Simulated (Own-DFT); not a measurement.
# Cleaving wurtzite AlN, m plane (10-10)

No measurement is shown. These are fixed-geometry runs of a retired plane-wave code named Own-DFT, which no person has reviewed; spin and spin-orbit coupling are neglected.

Known weak points (not all hold for every row): some atoms lie very close together; forces not confirmed at this smearing and k mesh; k mesh not checked against a denser one.

Both sets of runs: PBE; PseudoDojo norm-conserving scalar-relativistic files; cutoff 42 hartree; Gaussian smearing of 0.01 eV. The slab has 128 atoms in 16 layers, two equal faces of 62.02 Å² as cut, 15 Å of vacuum, a dipole correction along the normal and a 6 x 3 x 1 mesh. The bulk cell has 72 atoms, the same measured lattice constants and a 4 x 4 x 3 mesh. All atoms were moved at random; u is the rms move along one axis. Energies are counted from -174.06 eV for each atom.

| slab run | u (Å) | E (eV, cell) |
|---|---|---|
| 1 | 0.0192 | 20.603 |
| 2 | 0.0193 | 20.663 |
| 3 | 0.0194 | 20.309 |
| 4 | 0.0201 | 20.427 |
| 5 | 0.0205 | 20.194 |
| 6 | 0.0467 | 27.732 |
| 7 | 0.0491 | 28.142 |
| 8 | 0.0500 | 29.053 |
| 9 | 0.0512 | 29.103 |
| 10 | 0.0967 | 57.552 |
| 11 | 0.0971 | 54.541 |
| 12 | 0.1043 | 63.287 |

```
bulk run,u (Å),E (meV/atom)
1,0.0185,-2.58
2,0.0200,-2.57
3,0.0200,-1.84
4,0.0914,242.66
5,0.0950,289.77
6,0.0956,272.46
7,0.0965,272.96
8,0.0996,287.64
9,0.1010,378.83
10,0.1041,301.44
```

Question: what is the energy of the unrelaxed surface?

## Answer

Take each set to u = 0 with E = a + b u². Residuals are scaled by 1/(u² + 0.0006 Å²) to tame the large moves. Slab: a = 18.90 ± 0.10 eV. Bulk: a = -14.5 ± 1.6 meV/atom. The excess is 18.90 - 128 x (-0.0145) = 20.76 ± 0.23 eV. Over two faces that is 167 meV/Å², or 2.68 ± 0.03 J/m². Relaxing the faces would lower the energy, and the unlike meshes and the reach from the smallest u down to zero add errors that aren't counted here.
